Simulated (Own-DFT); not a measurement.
## Calculated data, SiC (4H silicon carbide, atoms displaced)

Computed with Own-DFT development build. A calculation, not a measurement: plane-wave PBE density functional theory by an unreviewed code, no spin, of a simulated periodic cell, stress positive in tension, free energy of the whole cell less one offset for each atom, forces on such cells passed a denser k mesh, this cell's mesh not checked; offsets are fitted by least squares, one for each functional and potential file, so energies compare only between cells with the same atoms and settings and are not formation energies; the far tail of each file's local potential was reset to the Coulomb form; each entry is a single point on an unrelaxed cell, so the pressure reflects the starting lattice, mostly measured values (interpolated for alloys), from which strain is counted, and rises with the displacements; printed positions are rounded, which can move forces by about a meV/angstrom; the program, named Own-DFT, is a retired in-house code; no spin-orbit coupling.

Common to all runs: functional PBE; potential files PseudoDojo norm-conserving, scalar-relativistic, standard set; wave cutoff 42 hartree; occupations Fermi-Dirac; smearing width 0.1 eV; hardware one NVIDIA H200; k mesh 3 x 3 x 3 centred on Gamma.

(1) SiC (4H silicon carbide, atoms displaced)

```
CELL_PARAMETERS angstrom
12.33080 0.00000 0.00000
-6.16540 10.67880 0.00000
0.00000 0.00000 10.06810
ATOMIC_POSITIONS crystal
Si 0.99194 0.99693 0.40898
Si 0.08261 0.16772 0.15093
C 0.99815 0.99635 0.08890
C 0.09202 0.17644 0.33835
Si 0.00099 0.25414 0.40908
Si 0.08824 0.41664 0.16495
C 0.99312 0.23438 0.09935
C 0.08102 0.41304 0.34697
Si 0.00828 0.50229 0.39627
Si 0.08804 0.66010 0.16492
C 0.99543 0.48195 0.09116
C 0.08060 0.66438 0.34566
Si 0.00007 0.74966 0.40303
Si 0.08080 0.92315 0.15375
C 0.00363 0.74398 0.10050
C 0.08527 0.91920 0.33962
Si 0.24936 0.99829 0.40108
Si 0.31493 0.16444 0.15683
C 0.25571 0.00423 0.07969
C 0.33881 0.16163 0.35395
Si 0.25707 0.25909 0.41344
Si 0.33553 0.41540 0.15500
C 0.25103 0.24708 0.09484
C 0.32976 0.41490 0.34988
Si 0.24163 0.50543 0.40110
Si 0.33054 0.66173 0.16209
C 0.24573 0.49462 0.09579
C 0.32676 0.66430 0.35178
Si 0.25083 0.75021 0.40558
Si 0.33732 0.91871 0.15771
C 0.24708 0.75258 0.09241
C 0.33765 0.91925 0.35020
Si 0.49399 0.99888 0.40885
Si 0.59050 0.17396 0.16140
C 0.50734 0.99470 0.09758
C 0.58576 0.17146 0.35354
Si 0.49462 0.23963 0.39383
Si 0.58255 0.41526 0.15564
C 0.50554 0.24480 0.09202
C 0.58034 0.41344 0.33794
Si 0.50029 0.50753 0.41253
Si 0.57505 0.66661 0.15423
C 0.50011 0.49814 0.09751
C 0.57907 0.66266 0.32981
Si 0.48998 0.73998 0.39748
Si 0.58507 0.91574 0.15243
C 0.49530 0.74673 0.09383
C 0.58831 0.92229 0.35634
Si 0.75600 0.00484 0.40869
Si 0.83723 0.16143 0.16033
C 0.74519 0.99258 0.09466
C 0.83729 0.17030 0.35049
Si 0.74888 0.26074 0.41839
Si 0.83863 0.41293 0.15547
C 0.74827 0.24356 0.09398
C 0.83086 0.41419 0.34336
Si 0.74320 0.48855 0.39645
Si 0.83218 0.66325 0.16186
C 0.74921 0.50131 0.10580
C 0.83381 0.66593 0.33713
Si 0.75273 0.75213 0.40745
Si 0.84085 0.90944 0.15848
C 0.74127 0.74229 0.09404
C 0.82727 0.90351 0.34630
Si 0.99694 0.00017 0.90330
Si 0.91211 0.82738 0.65302
C 0.00618 0.01140 0.60023
C 0.91803 0.83492 0.85226
Si 0.00876 0.74308 0.91704
Si 0.91373 0.57763 0.65255
C 0.00565 0.75615 0.59259
C 0.92378 0.58528 0.83963
Si 0.00143 0.50758 0.90345
Si 0.91617 0.32823 0.66020
C 0.99985 0.49202 0.59410
C 0.90853 0.33220 0.84200
Si 0.00619 0.25609 0.89570
Si 0.91955 0.09029 0.64941
C 0.99646 0.25234 0.59364
C 0.91479 0.08548 0.84567
Si 0.74659 0.00013 0.89651
Si 0.66712 0.83569 0.66563
C 0.74178 0.99672 0.59659
C 0.66946 0.83934 0.85572
Si 0.75361 0.75299 0.91368
Si 0.67295 0.58500 0.66012
C 0.74380 0.75034 0.60120
C 0.67028 0.57505 0.83735
Si 0.75404 0.49819 0.91581
Si 0.65552 0.31826 0.65043
C 0.75061 0.49852 0.59032
C 0.66431 0.33176 0.83908
Si 0.74281 0.25182 0.91117
Si 0.66511 0.07828 0.66904
C 0.74975 0.24778 0.58726
C 0.66807 0.07505 0.84769
Si 0.50261 0.01165 0.91138
Si 0.41295 0.83652 0.67126
C 0.49471 0.00060 0.58806
C 0.40902 0.82825 0.83296
Si 0.49697 0.74319 0.90679
Si 0.41363 0.58574 0.66095
C 0.50326 0.74315 0.59040
C 0.40916 0.58374 0.84180
Si 0.50284 0.50647 0.90106
Si 0.41503 0.33483 0.65530
C 0.50373 0.49969 0.59711
C 0.41404 0.32514 0.84104
Si 0.50028 0.25245 0.91034
Si 0.41356 0.07830 0.66633
C 0.50431 0.24936 0.59322
C 0.40609 0.06722 0.84280
Si 0.23743 0.00191 0.90606
Si 0.16814 0.83151 0.66396
C 0.24939 0.99784 0.59098
C 0.17431 0.83362 0.85083
Si 0.25479 0.76654 0.91000
Si 0.16772 0.58358 0.65234
C 0.23612 0.74736 0.60148
C 0.17223 0.58717 0.84739
Si 0.24730 0.49897 0.91790
Si 0.16672 0.33638 0.64723
C 0.24648 0.49084 0.60120
C 0.15915 0.32727 0.85107
Si 0.24482 0.25129 0.90597
Si 0.17348 0.08462 0.64835
C 0.24169 0.25544 0.60412
C 0.16462 0.08302 0.84017
```

- free energy of cell above offsets: -5.166 eV
- pressure: 6.17 GPa
- stress xx: -7.16 GPa
- stress yy: -4.51 GPa
- stress zz: -6.83 GPa
- stress yz: 1.34 GPa
- stress xz: -0.64 GPa
- stress xy: 0.7 GPa
- wall time: 503.8 s

Force:
```csv
element,x (eV/Å),y (eV/Å),z (eV/Å)
Si,1.867,1.507,-0.009
Si,0.888,-1.104,1.445
C,0.049,1.281,0.327
C,-0.637,-1.55,1.34
Si,0.624,-1.682,-0.492
Si,-1.067,-2.965,-1.849
C,0.108,3.873,-2.138
C,0.024,1.387,-0.875
Si,-2.883,-1.32,3.054
Si,-1.681,0.155,-2.054
C,0.497,3.136,0.454
C,1.452,0.782,0.111
Si,-0.497,0.413,0.404
Si,2.829,-2.041,-0.182
C,-0.803,0.359,0.162
C,-0.664,-0.263,0.46
Si,-0.156,-0.496,1.612
Si,6.308,-1.649,1.209
C,-1.317,-0.414,4.131
C,-4.483,0.169,-2.516
Si,-0.478,-2.481,-0.014
Si,-0.185,-0.306,1.219
C,-3.322,2.177,-1.615
C,-0.028,2.38,-1.21
Si,3.007,-2.898,2.715
Si,-0.742,1.076,-1.498
C,1.147,0.776,1.672
C,-0.099,0.523,-1.928
Si,-1.766,0.936,1.934
Si,-0.131,0.345,-0.294
C,1.67,-0.502,1.653
C,-1.638,-1.496,-2.005
Si,3.053,1.315,0.002
Si,0.302,-2.309,0.678
C,-3.179,1.961,-0.622
C,1.166,-1.509,-2.029
Si,1.18,3.696,3.127
Si,-0.015,-0.708,-0.13
C,-2.639,1.162,0.675
C,-1.067,-0.389,1.277
Si,0.834,-1.735,-1.164
Si,1.995,-0.861,-0.992
C,-0.609,0.357,-1.916
C,-0.025,0.922,3.407
Si,2.596,3.051,2.279
Si,1.044,-0.7,2.422
C,-0.836,-0.064,0.005
C,-1.1,-1.788,-2.325
Si,-1.172,-1.081,0.189
Si,-2.027,-1.08,0.082
C,2.016,0.854,-0.287
C,-0.68,0.046,-0.523
Si,1.675,-2.611,-3.507
Si,-2.047,-0.941,0.573
C,0.774,1.123,0.482
C,1.772,0.945,-0.643
Si,-0.387,2.424,1.617
Si,-0.088,0.993,-2.119
C,1.598,-1.177,-2.052
C,-0.302,-0.263,3.164
Si,-0.902,-3.461,0.69
Si,-3.518,-0.034,-0.715
C,1.374,0.543,0.825
C,0.065,4.083,-0.577
Si,-0.033,0.208,-0.71
Si,0.331,1.869,1.597
C,-0.274,-2.44,-1.768
C,1.018,-1.184,-1.064
Si,-2.07,1.429,-1.216
Si,0.826,0.663,-0.612
C,-0.705,-1.55,-0.037
C,-2.037,-0.065,0.904
Si,2.493,-2.315,-0.099
Si,-2.107,1.163,-0.748
C,-0.362,1.133,-0.995
C,1.13,0.475,1.023
Si,-4.36,-2.738,2.948
Si,-0.701,-1.61,2.016
C,1.602,0.08,-0.362
C,0.316,0.204,-1.251
Si,3.077,0.332,3.93
Si,-0.648,-0.808,-0.85
C,2.168,0.781,0.019
C,-0.191,-3.078,-1.698
Si,0.112,-0.977,-1.355
Si,-0.459,-1.098,-1.773
C,1.479,-0.049,-1.369
C,-1.082,1.759,2.897
Si,-0.315,0.163,-1.319
Si,2.38,3.608,1.157
C,-0.312,-0.798,-0.495
C,-0.131,-0.122,1.031
Si,2.044,-0.972,-0.968
Si,-1.408,0.753,-3.528
C,0.184,-0.659,4.639
C,-4.047,2.989,-0.06
Si,1.451,-3.114,-0.09
Si,0.532,-0.514,-7.876
C,0.911,-0.578,3.123
C,1.876,1.206,7.716
Si,-1.226,2.091,-0.342
Si,1.116,-1.037,-1.506
C,-1.967,1.084,0.561
C,1.574,-0.953,1.578
Si,0.487,-1.921,0.361
Si,1.13,-0.575,0.027
C,-0.928,0.825,0.274
C,-1.49,1.806,0.912
Si,0.256,-1.43,-1.064
Si,0.006,0.884,-3.012
C,-3.949,-1.913,-1.081
C,-0.961,3.028,1.538
Si,2.963,-0.803,-1.367
Si,-2.235,1.294,-0.299
C,0.315,-0.048,0.366
C,-4.557,1.657,-1.382
Si,3.432,-4.237,0.131
Si,-0.493,-1.054,1.967
C,3.853,-0.211,-2.365
C,-0.972,0.139,0.228
Si,-0.788,0.007,-2.9
Si,-2.363,-1.655,3.341
C,-0.654,4.299,-2.519
C,2.551,3.258,-1.863
Si,1.921,-0.945,-0.498
Si,-1.498,0.217,1.411
C,4.202,-1.603,-2.268
C,-1.156,0.775,-0.103
```

(2) SiC (4H silicon carbide, atoms displaced)

```
CELL_PARAMETERS angstrom
12.33080 0.00000 0.00000
-6.16540 10.67880 0.00000
0.00000 0.00000 10.06810
ATOMIC_POSITIONS crystal
Si 0.00544 0.00531 0.39376
Si 0.08554 0.16577 0.16013
C 0.99728 0.00453 0.08660
C 0.08129 0.16834 0.33379
Si 0.99480 0.25058 0.40928
Si 0.08373 0.41117 0.15804
C 0.99620 0.24831 0.08016
C 0.07467 0.41036 0.33673
Si 0.00028 0.50106 0.40618
Si 0.08349 0.66340 0.15251
C 0.00132 0.49033 0.09286
C 0.08422 0.66415 0.34515
Si 0.00675 0.75205 0.41295
Si 0.08098 0.92671 0.13843
C 0.99833 0.74419 0.09614
C 0.07701 0.90932 0.34239
Si 0.25131 0.00273 0.40915
Si 0.33217 0.16961 0.15950
C 0.26061 0.00118 0.09445
C 0.33389 0.16615 0.33690
Si 0.25355 0.24787 0.40988
Si 0.33183 0.40902 0.16164
C 0.24503 0.24902 0.09221
C 0.33016 0.41370 0.34797
Si 0.25738 0.50738 0.40708
Si 0.33165 0.66815 0.15557
C 0.24408 0.49988 0.08947
C 0.33011 0.66172 0.34915
Si 0.25015 0.75249 0.40011
Si 0.32422 0.91031 0.16507
C 0.25081 0.75346 0.09496
C 0.33505 0.91767 0.35362
Si 0.50461 0.00140 0.40436
Si 0.58774 0.16964 0.14242
C 0.49976 0.99871 0.09079
C 0.58280 0.16709 0.33183
Si 0.50284 0.25313 0.41130
Si 0.59002 0.41082 0.16522
C 0.50513 0.25991 0.10098
C 0.59012 0.41440 0.33613
Si 0.50355 0.50429 0.40848
Si 0.58437 0.66653 0.14959
C 0.50218 0.50492 0.09553
C 0.58425 0.65801 0.33936
Si 0.50908 0.75096 0.41081
Si 0.59086 0.91575 0.15451
C 0.50157 0.76049 0.09823
C 0.59017 0.91347 0.33723
Si 0.75043 0.00245 0.41505
Si 0.83729 0.17247 0.16215
C 0.73921 0.99357 0.08358
C 0.82867 0.16067 0.33890
Si 0.74705 0.25353 0.40467
Si 0.83238 0.41235 0.15099
C 0.75240 0.25494 0.08857
C 0.83515 0.41950 0.34606
Si 0.75643 0.50004 0.40918
Si 0.82793 0.66619 0.16087
C 0.73679 0.49524 0.10591
C 0.84512 0.66717 0.33616
Si 0.75406 0.75224 0.41167
Si 0.83469 0.91353 0.15237
C 0.74632 0.75074 0.08661
C 0.82773 0.91265 0.34581
Si 0.99907 0.00042 0.90507
Si 0.91668 0.83766 0.65787
C 0.99796 0.99739 0.58324
C 0.91409 0.83865 0.84833
Si 0.98786 0.74062 0.90015
Si 0.92445 0.58881 0.65842
C 0.98773 0.73560 0.59234
C 0.91492 0.57740 0.84098
Si 0.99730 0.49026 0.91453
Si 0.91467 0.32587 0.65389
C 0.99836 0.50200 0.59641
C 0.92161 0.33514 0.84216
Si 0.98664 0.25088 0.91089
Si 0.91504 0.08390 0.65373
C 0.00419 0.24329 0.60363
C 0.91942 0.08678 0.85416
Si 0.75370 0.99618 0.90540
Si 0.67353 0.84179 0.65714
C 0.74611 0.00081 0.58473
C 0.66821 0.83174 0.84921
Si 0.74522 0.75147 0.90603
Si 0.66769 0.58189 0.65387
C 0.74411 0.74239 0.59286
C 0.65552 0.58434 0.84508
Si 0.74766 0.49623 0.90948
Si 0.67003 0.34390 0.66645
C 0.74455 0.49378 0.58667
C 0.66307 0.33557 0.83781
Si 0.75161 0.24598 0.90936
Si 0.66245 0.07537 0.65890
C 0.75791 0.25500 0.59164
C 0.66119 0.08520 0.84333
Si 0.50769 0.00729 0.90891
Si 0.41399 0.83942 0.65652
C 0.51178 0.00307 0.59292
C 0.42346 0.83667 0.83718
Si 0.50209 0.75863 0.89875
Si 0.41105 0.57314 0.65323
C 0.51036 0.75713 0.59764
C 0.41566 0.58491 0.85041
Si 0.50287 0.49882 0.91671
Si 0.40901 0.32220 0.66063
C 0.50427 0.49934 0.58793
C 0.41173 0.32713 0.84156
Si 0.50799 0.25820 0.91610
Si 0.41411 0.08189 0.66999
C 0.50005 0.24686 0.60152
C 0.41599 0.08409 0.84695
Si 0.25390 0.00267 0.91522
Si 0.17112 0.84296 0.65847
C 0.23756 0.99234 0.59692
C 0.16435 0.82954 0.84681
Si 0.25078 0.74071 0.90602
Si 0.16404 0.58275 0.64986
C 0.24739 0.75811 0.58959
C 0.15611 0.58396 0.83493
Si 0.25527 0.50510 0.90596
Si 0.16886 0.33323 0.65720
C 0.26294 0.50981 0.58760
C 0.17071 0.33564 0.84410
Si 0.24575 0.24903 0.91649
Si 0.17171 0.08975 0.65048
C 0.25776 0.25059 0.59368
C 0.17711 0.08802 0.83846
```

* free energy of cell above offsets: -6.686 eV
* pressure: 5.98 GPa
* stress xx: -2.85 GPa
* stress yy: -5.84 GPa
* stress zz: -9.25 GPa
* stress yz: 0.87 GPa
* stress xz: 0.04 GPa
* stress xy: -0.98 GPa
* wall time: 513.8 s

Force:
```csv
element,x (eV/Å),y (eV/Å),z (eV/Å)
Si,-1.058,-2.098,1.215
Si,-1.98,0.608,-2.966
C,0.411,0.064,0.918
C,0.541,0.51,3.262
Si,0.858,-0.607,-0.566
Si,-0.174,-0.083,-1.398
C,0.877,-0.021,5.341
C,1.195,1.02,2.666
Si,0.1,-0.473,0.103
Si,-0.497,-0.171,0.769
C,-1.508,1.351,0.865
C,0.114,0.657,-0.735
Si,-0.941,-1.317,-1.912
Si,2.757,-3.126,2.639
C,-1.408,0.895,-1.734
C,1.114,2.709,-0.906
Si,-0.639,-1.096,-0.661
Si,1.293,-0.437,-1.701
C,-3.244,1.082,0.781
C,-0.036,0.282,2.839
Si,-0.959,0.534,-1.254
Si,-0.63,2.695,-0.769
C,1.222,-0.485,1.905
C,0.806,0.216,-0.169
Si,-0.938,-2.861,-0.849
Si,0.926,-0.211,0.674
C,1.484,0.017,1.3
C,0.648,2.917,-1.392
Si,0.523,-1.054,1.704
Si,2.498,1.716,-0.551
C,0.058,-1.589,-0.315
C,-0.235,0.46,-1.392
Si,0.672,-0.061,-0.512
Si,-1.136,-1.289,2.042
C,-0.074,0.185,1.143
C,0.188,0.016,1.665
Si,0.516,-0.562,-0.889
Si,-4.374,1.324,-0.814
C,-0.335,-3.04,-1.766
C,-1.251,0.458,4.614
Si,0.733,-2.317,-1.357
Si,-1.427,0.784,1.326
C,0.277,-2.493,1.05
C,-0.146,2.557,0.221
Si,-0.753,-0.526,-0.709
Si,-2.975,0.945,0.764
C,0.373,-3.364,-1.849
C,-1.26,0.671,1.744
Si,0.159,-1.205,-4.954
Si,-0.286,-1.939,-2.748
C,3.625,2.551,1.531
C,-0.046,1.521,2.337
Si,0.614,-0.629,-0.076
Si,-0.679,2.242,1.783
C,0.592,-1.279,0.59
C,0.873,-0.954,-1.197
Si,-1.404,0.673,-1.961
Si,1.005,-0.055,-1.707
C,5.253,2.264,-3.554
C,-1.93,0.037,3.3
Si,0.475,-1.67,-1.788
Si,-2.334,0.398,0.73
C,1.352,-0.189,1.344
C,1.022,1.554,-0.699
Si,1.202,1.397,-1.116
Si,0.153,-1.648,-0.801
C,0.04,1.466,1.115
C,0.35,-1.491,-1.101
Si,1.812,1.659,1.56
Si,-1.444,-3.81,0.191
C,0.483,5.303,0.604
C,-0.818,-0.549,1.398
Si,-0.335,2.256,-2.282
Si,0.516,2.084,0.517
C,1.442,-1.598,-1.215
C,-2.795,-0.85,-0.676
Si,4.42,-0.384,-2.85
Si,0.88,-1.814,1.089
C,-1.277,2.022,-2.497
C,-0.735,-0.628,-2.629
Si,-1.55,0.729,-0.102
Si,-0.038,-2.401,0.161
C,1.535,0.657,4.401
C,-0.957,1.614,-2.064
Si,1.424,-1.107,-0.472
Si,-0.767,-0.699,0.706
C,0.628,2.553,0.951
C,3.445,0.261,-0.598
Si,-1.089,1.295,0.149
Si,0.701,-2.678,-3.767
C,0.822,2.194,2.17
C,1.749,-0.239,3.945
Si,-0.622,1.326,-2.251
Si,0.805,3.36,-0.098
C,-1.916,-1.707,0.533
C,3.213,0.038,-0.286
Si,-2.38,-2.334,-0.094
Si,1.603,-1.168,-1.454
C,-3.871,-0.733,-0.524
C,-2.091,0.551,1.197
Si,0.775,-1.92,1.66
Si,3.393,3.66,1.953
C,-1.713,-1.343,-0.221
C,1.136,0.385,-1.193
Si,-2.442,-0.883,-1.978
Si,2.563,2.957,-0.235
C,-0.988,-1.229,1.696
C,0.28,1.161,2.517
Si,-2.074,-1.376,-1.694
Si,0.789,0.012,-2.714
C,-0.108,-0.057,-0.852
C,0.991,0.538,1.93
Si,0.008,-1.211,-2.334
Si,-0.785,-4.465,1.313
C,1.688,4.021,-1.469
C,-0.069,0.725,0.189
Si,-1.301,2.406,-0.66
Si,0.419,1.426,0.298
C,1.162,-0.998,0.174
C,2.359,-1.104,1.459
Si,-1.607,-1.187,-0.575
Si,0.938,0.788,0.545
C,-3.946,-2.929,0.505
C,-1.231,-0.171,0.386
Si,0.712,0.361,-3.679
Si,-1.202,-1.906,1.326
C,-2.788,-0.457,-1.088
C,-1.989,-0.842,1.618
```

(3) SiC (4H silicon carbide, atoms displaced)

```
CELL_PARAMETERS angstrom
12.33080 0.00000 0.00000
-6.16540 10.67880 0.00000
0.00000 0.00000 10.06810
ATOMIC_POSITIONS crystal
Si 0.99420 0.99770 0.39745
Si 0.08430 0.16149 0.15183
C 0.00735 0.99990 0.09270
C 0.07567 0.16034 0.33448
Si 0.00097 0.25105 0.41404
Si 0.08709 0.41541 0.15400
C 0.00031 0.24822 0.10047
C 0.08146 0.41869 0.34819
Si 0.00141 0.50041 0.40843
Si 0.09008 0.67801 0.16041
C 0.01237 0.50747 0.09864
C 0.08477 0.66789 0.33644
Si 0.01245 0.75761 0.41672
Si 0.08590 0.91358 0.15808
C 0.00291 0.75512 0.08751
C 0.08715 0.92427 0.35092
Si 0.25223 0.00205 0.40397
Si 0.32586 0.16038 0.16510
C 0.24021 0.98960 0.09798
C 0.32681 0.16048 0.33457
Si 0.24113 0.24858 0.40484
Si 0.34062 0.41949 0.16383
C 0.25034 0.25762 0.08615
C 0.32880 0.41437 0.35076
Si 0.24857 0.49581 0.41183
Si 0.32589 0.66337 0.15203
C 0.26008 0.50897 0.08706
C 0.33398 0.67260 0.34615
Si 0.25040 0.74543 0.39173
Si 0.32564 0.91670 0.15986
C 0.24986 0.75494 0.10117
C 0.32561 0.91175 0.34359
Si 0.49682 0.99848 0.40086
Si 0.58188 0.16637 0.14851
C 0.49199 0.99433 0.08989
C 0.57661 0.16042 0.34893
Si 0.48743 0.24340 0.40889
Si 0.58411 0.41809 0.16207
C 0.50417 0.25382 0.09151
C 0.58512 0.42056 0.34632
Si 0.49490 0.50028 0.40269
Si 0.57840 0.66175 0.15145
C 0.49567 0.49717 0.09193
C 0.58332 0.66617 0.34423
Si 0.50337 0.75687 0.40864
Si 0.58097 0.91032 0.17177
C 0.48895 0.73219 0.08966
C 0.57246 0.91345 0.34713
Si 0.74659 0.00399 0.39830
Si 0.82831 0.16281 0.16596
C 0.75021 0.00110 0.08001
C 0.83630 0.17650 0.35243
Si 0.75233 0.24091 0.40608
Si 0.83336 0.42867 0.14902
C 0.75117 0.25094 0.08698
C 0.82728 0.41451 0.35268
Si 0.75759 0.49993 0.40379
Si 0.83187 0.65839 0.15676
C 0.75221 0.50381 0.10115
C 0.84440 0.66896 0.34013
Si 0.74537 0.74163 0.39716
Si 0.83003 0.91716 0.15167
C 0.75126 0.74973 0.08817
C 0.83205 0.91608 0.35444
Si 0.00172 0.00284 0.91094
Si 0.91763 0.83059 0.65231
C 0.00167 0.99339 0.59466
C 0.91939 0.84015 0.83957
Si 0.00083 0.74995 0.89832
Si 0.91767 0.57747 0.65890
C 0.00599 0.74612 0.58963
C 0.91891 0.57929 0.83502
Si 0.99928 0.49062 0.90078
Si 0.91394 0.33007 0.64767
C 0.00875 0.51189 0.60439
C 0.91297 0.33360 0.84771
Si 0.01067 0.25992 0.90329
Si 0.92619 0.08399 0.65231
C 0.00547 0.24491 0.58836
C 0.92686 0.08688 0.83893
Si 0.75084 0.00390 0.89731
Si 0.66572 0.83828 0.65204
C 0.74901 0.99869 0.58981
C 0.67788 0.83469 0.83449
Si 0.73853 0.73792 0.90451
Si 0.66721 0.59110 0.65882
C 0.75053 0.74946 0.59439
C 0.67008 0.58947 0.84603
Si 0.74088 0.50111 0.89849
Si 0.66060 0.32591 0.65808
C 0.74853 0.49648 0.58998
C 0.66194 0.33347 0.84074
Si 0.75119 0.25799 0.90891
Si 0.66668 0.08425 0.66000
C 0.74842 0.25272 0.58979
C 0.65728 0.07262 0.83556
Si 0.49824 0.00139 0.90194
Si 0.42187 0.83603 0.65463
C 0.49837 0.00127 0.60065
C 0.41238 0.82830 0.84151
Si 0.50339 0.75194 0.90146
Si 0.41388 0.58725 0.65892
C 0.50383 0.75150 0.59413
C 0.42292 0.57594 0.84089
Si 0.50408 0.50949 0.90107
Si 0.40825 0.33300 0.64576
C 0.49961 0.49549 0.59025
C 0.42738 0.34701 0.83692
Si 0.50706 0.26036 0.90369
Si 0.41982 0.08351 0.64722
C 0.49871 0.25131 0.59445
C 0.41747 0.08003 0.84229
Si 0.25716 0.00790 0.90247
Si 0.16955 0.84115 0.66104
C 0.25630 0.99720 0.59673
C 0.17388 0.84274 0.84624
Si 0.24011 0.73954 0.91235
Si 0.17093 0.58612 0.64800
C 0.23552 0.73930 0.58985
C 0.16263 0.57497 0.85376
Si 0.25970 0.50401 0.90404
Si 0.17631 0.33471 0.66318
C 0.24465 0.50204 0.59603
C 0.17196 0.33735 0.84417
Si 0.25287 0.24672 0.91041
Si 0.16733 0.08630 0.65121
C 0.24559 0.24174 0.58749
C 0.16631 0.08684 0.84663
```

- free energy of cell above offsets: -7.455 eV
- pressure: 5.73 GPa
- stress xx: -5.28 GPa
- stress yy: -5.55 GPa
- stress zz: -6.36 GPa
- stress yz: 0.09 GPa
- stress xz: 0.27 GPa
- stress xy: 1.13 GPa
- wall time: 548.5 s

Force:
```csv
element,x (eV/Å),y (eV/Å),z (eV/Å)
Si,1.526,0.431,2.189
Si,-0.855,1.446,-0.389
C,-1.499,-0.68,0.727
C,0.156,1.403,1.709
Si,0.808,0.355,-3.023
Si,-0.19,0.62,0.547
C,-0.151,-0.171,-1.187
C,1.482,-0.789,-0.311
Si,-1.323,0.854,0.081
Si,-1.205,-2.028,-2.03
C,-2.087,-0.755,-1.228
C,-0.307,-0.196,2.251
Si,-0.795,-0.828,-3.279
Si,-2.231,-0.453,0.567
C,-0.256,-1.789,0.491
C,0.111,-1.432,-1.235
Si,-0.414,-1.182,1.312
Si,0.646,0.86,-5.316
C,1.317,3.33,-1.515
C,-0.461,1.678,4.41
Si,0.611,-1.36,-1.079
Si,-2.236,-0.305,-1.727
C,1.07,-1.256,3.232
C,0.357,-0.147,-0.903
Si,-1.456,1.782,-0.788
Si,0.76,1.411,1.249
C,-0.463,-3.093,1.541
C,2.899,-2.457,-1.049
Si,-2.613,0.872,3.293
Si,2.021,0.296,-0.796
C,0.806,-0.612,-1.368
C,0.99,1.046,0.196
Si,-1.845,-0.062,1.851
Si,0.148,-0.63,1.065
C,0.984,0.599,1.026
C,0.636,1.266,-1.472
Si,2.189,1.727,-0.883
Si,-0.32,-0.379,-0.635
C,-1.172,-0.436,0.392
C,-0.582,-0.988,0.009
Si,1.888,0.137,1.2
Si,0.914,0.479,0.705
C,2.044,0.393,-0.064
C,-1.484,0.075,-0.984
Si,-0.048,-2.859,-0.02
Si,-1.082,-0.196,-5.555
C,0.139,3.229,0.372
C,2.372,1.461,0.469
Si,0.937,-0.779,2.313
Si,0.756,1.531,-2.729
C,-0.57,-0.341,3.514
C,2.821,-3.477,-2.132
Si,-5.937,3.412,0.895
Si,4.07,-2.52,2.115
C,-0.41,0.359,2.294
C,3.002,-1.295,-2.178
Si,-2.848,0.98,1.387
Si,0.301,4.318,-0.208
C,-2.278,-1.307,-3.314
C,-0.978,-0.092,0.987
Si,1.566,0.943,1.884
Si,1.354,-0.19,0.13
C,-0.671,-0.834,1.2
C,-1.968,-0.704,-2.979
Si,0.371,-0.932,-1.272
Si,0.178,-0.453,0.579
C,-0.404,1.42,-1.69
C,0.137,-1.936,0.587
Si,-0.265,0.799,0.44
Si,-1.921,1.253,-1.805
C,-1.484,0.596,2.975
C,-1.212,0.305,3.047
Si,-1.079,2.562,2.093
Si,0.726,1.234,1.527
C,0.32,-4.034,-2.781
C,1.17,-1.842,-1.969
Si,-1.563,-2.208,1.09
Si,-1.159,-1.504,0.397
C,-0.584,1.433,2.398
C,-1.852,0.904,0.761
Si,1.259,-0.459,-0.567
Si,2.19,-0.825,-0.046
C,-0.029,1.592,-0.252
C,-2.58,-0.011,1.462
Si,2.355,5.945,0.686
Si,1.074,-2.2,-1.561
C,-0.613,0.62,-1.374
C,-0.954,-2.968,-1.524
Si,3.388,-0.016,1.173
Si,0.015,2.329,-1.688
C,-0.134,0.577,1.527
C,1.792,0.858,0.421
Si,0.185,-2.073,-1.365
Si,0.288,-0.157,-2.27
C,0.802,-1.417,0.959
C,0.776,2.517,2.169
Si,0.209,-2.079,0.88
Si,-2.224,-1.323,0.254
C,1.677,-0.453,-2.557
C,0.087,-0.137,0.614
Si,-0.017,0.007,0.107
Si,1.476,-1.075,-1.286
C,-0.936,-0.034,-0.304
C,-3.859,3.591,-0.956
Si,2.257,-3.073,1.831
Si,2.481,0.143,1.865
C,-1.607,1.776,-0.036
C,-0.93,-2.313,0.339
Si,-2.076,-2.426,0.314
Si,-0.986,0.507,2.418
C,-0.917,-0.936,-0.555
C,-0.532,2.569,-0.53
Si,-0.903,-1.095,1.173
Si,1.081,-2.771,-0.45
C,-1.906,2.011,-1.628
C,-0.288,-1.844,-0.124
Si,0.679,2.078,-0.78
Si,-1.273,-0.269,3.309
C,2.134,4.016,-0.819
C,1.28,1.082,-2.206
Si,-0.808,-0.483,0.264
Si,-1.914,-0.103,-1.425
C,2.93,-1.273,-0.141
C,0.968,0.017,0.381
Si,0.182,2.052,-1.986
Si,0.928,-2.713,1.572
C,-0.472,2.122,0.061
C,1.137,-0.155,-0.951
```
